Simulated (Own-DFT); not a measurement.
# Strain and stress in 4H SiC, 72 atoms (C36Si36)

Source: density functional calculations with Own-DFT, an unreviewed in-house program that is no longer used. Nothing was measured or relaxed, and spin and spin-orbit coupling are left out.

Method: PBE; PseudoDojo norm-conserving scalar-relativistic files; cutoff 42 hartree; 4 x 4 x 3 k mesh centred on Gamma; Fermi-Dirac smearing of 0.1 eV.

Caveats: forces on such cells passed a denser k mesh, each cell not checked; stress not checked against mesh or cutoff.

Unstrained cell vectors in Å: (9.248, 0.000, 0.000); (-4.624, 8.009, 0.000); (0.000, 0.000, 10.068). The unstrained cell has measured lattice constants (interpolated for alloys), not those of this functional. That, the random moves and any unrelaxed bonds set the pressure at no strain. The cell is deformed uniformly in each run, and the atoms keep their fractional places. All atoms carry random offsets, Gaussian with a width of 0.05 Å per axis. Strain is the symmetric tensor, in per cent. Stress is positive in tension, and the pressure is minus a third of its trace.

| run | e_xx (%) | e_yy (%) | e_zz (%) | e_yz (%) | e_xz (%) | e_xy (%) | s_xx (GPa) | s_yy (GPa) | s_zz (GPa) | s_yz (GPa) | s_xz (GPa) | s_xy (GPa) | P (GPa) | E (meV/atom) |
|---|---|---|---|---|---|---|---|---|---|---|---|---|---|---|
| 1 | -1.84 | 0.47 | 1.47 | -1.81 | 1.37 | -1.04 | -13.10 | -5.04 | 3.29 | -6.17 | 4.74 | -4.18 | 4.95 | 9.0 |
| 2 | 1.12 | -1.64 | -1.45 | 0.37 | 0.83 | 0.25 | -0.69 | -14.44 | -16.46 | 1.34 | 2.60 | 2.12 | 10.53 | 25.1 |
| 3 | -0.88 | -0.89 | -0.66 | 0.83 | -0.65 | 0.21 | -11.36 | -10.03 | -12.31 | 2.72 | -2.49 | 1.02 | 11.23 | 24.2 |
| 4 | -0.54 | -1.30 | -1.22 | 0.05 | 0.30 | 0.40 | -10.08 | -12.14 | -14.74 | 0.00 | 0.98 | 1.19 | 12.32 | 11.4 |
| 5 | -1.98 | -1.53 | 1.89 | -0.34 | 0.02 | 0.46 | -15.87 | -15.38 | 1.77 | -1.46 | 0.22 | 1.43 | 9.83 | 44.0 |
| 6 | -0.63 | 0.50 | -1.73 | -1.62 | 0.40 | 1.49 | -7.23 | -3.47 | -19.83 | -6.29 | 1.00 | 7.62 | 10.17 | 23.1 |
| 7 | 1.42 | 0.75 | -1.71 | -1.43 | -1.40 | 1.54 | 2.38 | 0.42 | -16.57 | -5.31 | -4.63 | 6.77 | 4.59 | 14.7 |
| 8 | -1.76 | 1.19 | -0.33 | 0.47 | 1.56 | -0.29 | -12.15 | -0.19 | -9.87 | 1.50 | 3.74 | -0.79 | 7.40 | 18.1 |
| 9 | 0.94 | 1.98 | -0.65 | 1.08 | 1.85 | -0.46 | 1.59 | 5.64 | -9.17 | 3.43 | 6.04 | -1.78 | 0.65 | 20.7 |
| 10 | -1.22 | -0.60 | -0.02 | -1.97 | 1.55 | -1.03 | -11.98 | -9.84 | -6.65 | -7.17 | 5.12 | -5.84 | 9.49 | 6.9 |
| 11 | -0.22 | 0.21 | -0.95 | 1.79 | 0.37 | 1.97 | -7.98 | -4.93 | -12.14 | 6.36 | 1.68 | 10.07 | 8.35 | 31.1 |
| 12 | 1.08 | -1.05 | -0.83 | -0.08 | -1.09 | -0.85 | 0.56 | -9.83 | -13.17 | -1.66 | -2.78 | -3.88 | 7.48 | 18.1 |
| 13 | 1.25 | 1.36 | -1.16 | -1.10 | 0.43 | -0.16 | 0.71 | 3.88 | -10.95 | -3.76 | 1.63 | -1.84 | 2.12 | 0.0 |
| 14 | -1.10 | -1.56 | -0.56 | 1.06 | -1.77 | -1.27 | -12.85 | -16.25 | -11.41 | 4.97 | -4.86 | -5.97 | 13.50 | 42.9 |
| 15 | -1.75 | -1.27 | -1.70 | -1.26 | 1.54 | -1.21 | -18.47 | -15.32 | -19.29 | -4.42 | 4.29 | -7.26 | 17.69 | 57.7 |
| 16 | 1.50 | -0.08 | -0.45 | -0.92 | -0.65 | 0.62 | 2.64 | -5.27 | -8.37 | -3.78 | -1.87 | 2.55 | 3.67 | 20.1 |
| 17 | -1.51 | -1.74 | -1.36 | -0.61 | 0.99 | 1.84 | ? | ? | ? | ? | ? | ? | ? | ? |

E is the free energy per atom, counted from the lowest run shown.

## Working it out

Regress every stress component on the fractional strains (shears doubled) of the visible runs, with a constant. Shear strains stay in the fit of a normal stress only where such slopes are resolved. The slopes, in GPa:

| stress | at no strain | per e_xx | per e_yy | per e_zz | scatter |
|---|---|---|---|---|---|
| s_xx | -4.9 | 542 ± 27 | 100 ± 26 | 77 ± 32 | 1.11 |
| s_yy | -5.5 | 95 ± 20 | 558 ± 19 | 6 ± 24 | 0.84 |
| s_zz | -6.6 | 67 ± 27 | 70 ± 26 | 650 ± 33 | 1.14 |

The slope of each shear stress on twice its own strain, from a fit on all six strains: yz 181 ± 7, xz 154 ± 7, xy 244 ± 11 GPa. These are stiffnesses along x, y and z of the frame in which the cell vectors are given, with the crystal's c axis along z: C11, C12, C13 and C33. Hexagonal symmetry asks that xx and yy behave alike, which is a second check on the noise. No internal relaxation is included, and where it is allowed it would reduce some of the slopes. Symmetry asks for nearly equal slopes across the diagonal; the mismatch is a measure of noise. A ninth of the table's sum, 240 ± 6 GPa, estimates the bulk modulus near the mean pressure of these runs, 8.4 GPa, so it lies above the value at zero pressure.

## Test on the hidden row

The question: what normal stresses and pressure should run 17 give?

The fit gives s_xx = -15.8, s_yy = -16.7, s_zz = -17.6 and P = 16.7 GPa. The calculation gave -18.87, -16.17, -16.76 and P = 17.27 GPa.
